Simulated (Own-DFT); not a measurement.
# One host, several defects: diamond germanium

Source: density functional calculations with Own-DFT, an unreviewed in-house program that is no longer used. Nothing was measured or relaxed, and spin and spin-orbit coupling are left out.

Common settings: PBE; PseudoDojo norm-conserving scalar-relativistic files; cutoff 42 hartree; 5 x 5 x 5 k mesh centred on Gamma; Fermi-Dirac smearing of 0.1 eV.

Known weak points (not all hold for every row): not probed for a lower state with spin; k mesh not checked against a denser one; stress not checked against mesh or cutoff.

All runs share one cell, with vectors in Å (0.000, 5.658, 5.658); (5.658, 0.000, 5.658); (5.658, 5.658, 0.000) and a volume of 362.3 Å³. u is the rms random offset of the atoms per axis. The defect's site can differ from row to row.

| cell | formula | u (Å) | P (GPa) |
|---|---|---|---|
| no defect | Ge16 | 0.0180 | 3.86 |
| no defect | Ge16 | 0.0215 | 3.91 |
| no defect | Ge16 | 0.0553 | 4.45 |
| one added Ge | Ge17 | 0.0304 | 10.67 |
| one added Ge | Ge17 | 0.0313 | 10.41 |
| one added Ge | Ge17 | 0.0439 | 10.76 |
| one added Ge | Ge17 | 0.0492 | ? |
| one Ge vacancy | Ge15 | 0.0288 | 2.75 |
| one Ge vacancy | Ge15 | 0.0313 | 2.39 |
| one Ge vacancy | Ge15 | 0.0351 | 2.73 |

## What the rows give

P = P0 + c u² + a shift for each defect gives P0 = 3.80 GPa, c = 214 ± 67 GPa/Å² and a scatter of 0.16 GPa. The shifts, and each times the cell's volume:

- one added Ge: 6.55 ± 0.13 GPa, 14.8 eV
- one Ge vacancy: -1.39 ± 0.13 GPa, -3.1 eV

Against the defect-free cell, a freed cell would be larger where the shift is positive and smaller where it is negative (160.2 GPa Å³ is 1 eV). The atoms around the defects weren't relaxed, which would change these numbers.

## The run left out

Asked: what pressure belongs in the blank (one added Ge, u = 0.0492 Å)?

The fit gives 10.86 ± 0.20 GPa. Computed: 11.26 GPa.
